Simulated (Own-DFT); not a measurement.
# Misfit strain and the stress it brings: wurtzite AlGaN with randomly placed atoms, 128 atoms (Al48Ga16N64)

Everything here is calculated. The program is Own-DFT (plane waves, in-house, since retired, never reviewed by a person); positions were held fixed, and spin and spin-orbit coupling were off.

Method: PBE; PseudoDojo norm-conserving scalar-relativistic files (stringent for Ga); cutoff 96 hartree; 3 x 3 x 3 k mesh centred on Gamma; Gaussian smearing of 0.01 eV.

Caveats: k mesh not checked against a denser one; stress not checked against mesh or cutoff.

Unstrained cell vectors in Å: (12.525, 0.000, 0.000); (-6.263, 10.847, 0.000); (0.000, 0.000, 10.066). The unstrained cell has measured lattice constants (interpolated for alloys), not those of this functional. That, the random moves and any unrelaxed bonds set the pressure at no strain. Each run strains x and y alike by e, as a substrate would, and holds the height along z. Each atom got a random Gaussian move of width 0.05 Å along each axis. The random placing of the alloy's atoms differs from row to row. Stress is positive in tension.

```
e (%),u (Å),(s_xx + s_yy)/2 (GPa),s_zz (GPa)
-2.25,0.046,-19.65,-11.11
-1.75,0.054,-17.53,-10.20
-1.50,0.049,-14.32,-10.88
0.25,0.050,?,?
0.50,0.049,-3.73,-4.65
0.75,0.049,-2.04,-4.29
1.25,0.050,0.09,-5.05
1.75,0.047,3.28,-3.65
2.50,0.050,6.15,-2.22
2.75,0.046,7.57,-2.74
```

## Analysis

With e as a fraction, the in-plane stress is -6.3 + 557 e - 2071 e² GPa (errors 11 and 797, scatter 0.54), and s_zz is -6.9 + 187 e GPa (slope ± 17, scatter 0.91). At e = 0 the first slope is C11 + C12 and the second 2 C13, both with the ions held to the strained lattice and at the cell's own pressure. A free layer would change its height as e changes, and the in-plane slope would drop by 2 C13²/C33 to the biaxial modulus. At fixed height, a misfit of 1 % moves the in-plane stress by about 5.6 GPa and s_zz by 1.9 GPa.

## Prediction

Question: what are the two stresses at e = 0.25 %?

The fit gives -4.9 and -6.5 GPa. The calculation gave -4.84 and -6.43 GPa.
